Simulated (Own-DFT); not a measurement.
# Which defects push the lattice out? zincblende InP

Calculated, not measured: single-point runs of Own-DFT, a retired in-house plane-wave DFT program that no person has reviewed, on unrelaxed cells, without spin or spin-orbit coupling.

Settings: PBE; PseudoDojo norm-conserving scalar-relativistic files; cutoff 36 hartree; 3 x 3 x 3 k mesh centred on Gamma; Fermi-Dirac smearing of 0.1 eV.

Keep in mind (not all hold for every row): not probed for a lower state with spin; forces on such cells moved up to 12 meV/angstrom on a denser k mesh; stress not checked against mesh or cutoff.

All runs share one cell, with vectors in Å (11.737, 0.000, 0.000); (0.000, 11.737, 0.000); (0.000, 0.000, 11.737) and a volume of 1617.0 Å³. The atoms are randomly displaced, by u rms on each axis. The defect's site can differ from row to row.

| cell | formula | u (Å) | P (GPa) |
|---|---|---|---|
| no defect | In32P32 | 0.0210 | 3.21 |
| no defect | In32P32 | 0.0217 | 3.21 |
| no defect | In32P32 | 0.0521 | 3.62 |
| two P vacancies | In32P30 | 0.0307 | 2.98 |
| two P vacancies | In32P30 | 0.0320 | 2.93 |
| two P vacancies | In32P30 | 0.0346 | 3.00 |
| one In on a P site and one P on an In site | In32P32 | 0.0302 | 3.64 |
| one In on a P site and one P on an In site | In32P32 | 0.0314 | ? |
| one In on a P site and one P on an In site | In32P32 | 0.0491 | 3.97 |
| one In on a P site and one P on an In site | In32P32 | 0.0554 | 3.95 |

## Fit

P = P0 + c u² + a shift for each defect gives P0 = 3.14 GPa, c = 172 ± 19 GPa/Å² and a scatter of 0.05 GPa. The shifts, and each times the cell's volume:

- one In on a P site and one P on an In site: 0.35 ± 0.04 GPa, 3.6 eV
- two P vacancies: -0.35 ± 0.04 GPa, -3.5 eV (-1.8 eV for each of its 2 sites)

Positive is outwards. The product with the volume (160.2 GPa Å³ to the eV) is nearly free of the cell's size; divided by the bulk modulus at the cell's pressure it gives the volume that the defect adds. The atoms around the defects weren't relaxed, which would change these numbers.

## Check

Asked: what pressure belongs in the blank (one In on a P site and one P on an In site, u = 0.0314 Å)?

The fitted form gives 3.66 ± 0.06 GPa. Computed: 3.62 GPa.
